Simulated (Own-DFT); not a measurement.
# Which defects push the lattice out? B20 RuSi

Calculated, not measured: single-point runs of Own-DFT, a retired in-house plane-wave DFT program that no person has reviewed, on unrelaxed cells, without spin or spin-orbit coupling.

Settings: PBE; PseudoDojo norm-conserving scalar-relativistic files; cutoff 50 hartree; 5 x 4 x 5 k mesh centred on Gamma; cold (Marzari-Vanderbilt) smearing of 0.2 eV.

Known weak points (not all hold for every row): not probed for a lower state with spin; forces on such cells failed a check on a denser k mesh; stress not checked against mesh or cutoff.

All runs share one cell, with vectors in Å (4.709, 0.000, 4.709); (0.000, 9.417, 0.000); (-4.709, 0.000, 4.709) and a volume of 417.6 Å³. u is the rms random offset of the atoms per axis. The defect's site can differ from row to row.

| cell | formula | u (Å) | P (GPa) |
|---|---|---|---|
| no defect | Ru16Si16 | 0.0170 | 4.88 |
| no defect | Ru16Si16 | 0.0203 | 4.93 |
| no defect | Ru16Si16 | 0.0454 | 6.76 |
| one Ru on a Si site | Ru17Si15 | 0.0304 | 8.19 |
| one Ru on a Si site | Ru17Si15 | 0.0337 | 8.55 |
| one Ru on a Si site | Ru17Si15 | 0.0471 | ? |
| one Ru on a Si site | Ru17Si15 | 0.0479 | 9.93 |
| one Ru vacancy | Ru15Si16 | 0.0247 | 2.14 |
| one Ru vacancy | Ru15Si16 | 0.0463 | 3.32 |
| one Ru vacancy | Ru15Si16 | 0.0491 | 3.31 |
| one Si on a Ru site | Ru15Si17 | 0.0292 | 5.62 |
| one Si on a Ru site | Ru15Si17 | 0.0473 | 6.57 |
| one Si on a Ru site | Ru15Si17 | 0.0500 | 6.60 |
| one Si vacancy | Ru16Si15 | 0.0335 | 1.47 |
| one Si vacancy | Ru16Si15 | 0.0427 | 3.73 |
| one Si vacancy | Ru16Si15 | 0.0472 | 3.29 |

## Worked fit

P = P0 + c u² + a shift for each defect gives P0 = 4.63 GPa, c = 966 ± 164 GPa/Å² and a scatter of 0.44 GPa. The shifts, and each times the cell's volume:

- one Ru on a Si site: 2.85 ± 0.37 GPa, 7.4 eV
- one Si on a Ru site: -0.17 ± 0.39 GPa, -0.4 eV (not resolved)
- one Ru vacancy: -3.37 ± 0.38 GPa, -8.8 eV
- one Si vacancy: -3.47 ± 0.38 GPa, -9.0 eV

A positive shift means that the defect pushes the cell outwards. Shift times volume (160.2 GPa Å³ is 1 eV) depends little on the cell's size, so, taken for each site, it can be compared between cells at like pressure. The atoms around the defects weren't relaxed, which would change these numbers.

## The run left out

Asked: what pressure belongs in the blank (one Ru on a Si site, u = 0.0471 Å)?

Estimate: 9.63 ± 0.52 GPa. The run itself gave 8.52 GPa.
